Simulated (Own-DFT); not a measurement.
# PBE and PBEsol under strain: C11b WSi2, 30 atoms (Si20W10)

Calculated, not measured: single-point runs of Own-DFT, a retired in-house plane-wave DFT program that no person has reviewed, on unrelaxed cells, without spin or spin-orbit coupling.

Keep in mind: forces on such cells failed a check on a denser k mesh; stress not checked against mesh or cutoff.

Each geometry was run with PBE and with PBEsol, otherwise alike: PseudoDojo norm-conserving scalar-relativistic files made for PBE; cutoff 50 hartree; 5 x 5 x 5 k mesh centred on Gamma; cold (Marzari-Vanderbilt) smearing of 0.2 eV. Unstrained cell vectors in Å: (-2.149, -5.953, 3.409); (-6.444, 2.976, 1.136); (-2.553, -2.948, -6.757). Each has a uniform strain, of which the change of volume is shown, and random moves of rms u per axis.

| run | volume change (%) | u (Å) | P with PBE (GPa) | P with PBEsol (GPa) |
|---|---|---|---|---|
| 1 | -5.27 | 0.0481 | 21.16 | 16.75 |
| 2 | -1.49 | 0.0445 | 9.50 | 5.34 |
| 3 | -0.13 | 0.0502 | 7.80 | 3.71 |
| 4 | 3.58 | 0.0490 | -1.91 | -5.82 |
| 5 | -0.49 | 0.0517 | 8.24 | 4.11 |
| 6 | -1.25 | 0.0490 | 9.24 | 5.09 |
| 7 | 2.07 | 0.0483 | 1.70 | -2.29 |
| 8 | -0.24 | 0.0505 | 8.13 | 4.04 |
| 9 | 0.21 | 0.0536 | 5.94 | 1.85 |
| 10 | -0.60 | 0.0471 | 8.99 | 4.85 |
| 11 | -0.52 | 0.0533 | 8.47 | ? |

Q: by how much does PBEsol shrink this cell, and what belongs in the blank?

## Solution

Write v for the change of volume as a fraction. Fitted to v and u², the PBE pressure has a slope of -257 ± 11 GPa in v, with the ions held to the strained lattice. The difference PBEsol less PBE is -4.10 + 5.6 v GPa (slope ± 0.2) and averages -4.12 GPa. Divided by the mean slope of the two, 255 GPa, that makes PBEsol's volume at a given pressure, near 6 GPa, about 1.6 % smaller, or 0.54 % in lengths. At one volume PBEsol's slope is the smaller by 6 GPa, but its pressure there is lower too. If stiffness rises by about 4 GPa for each GPa, PBEsol at equal pressure is stiffer by about 11 GPa. Files made for PBEsol would give a different shift.

For run 11 the line gives 4.35 GPa. Computed: 4.37 GPa.
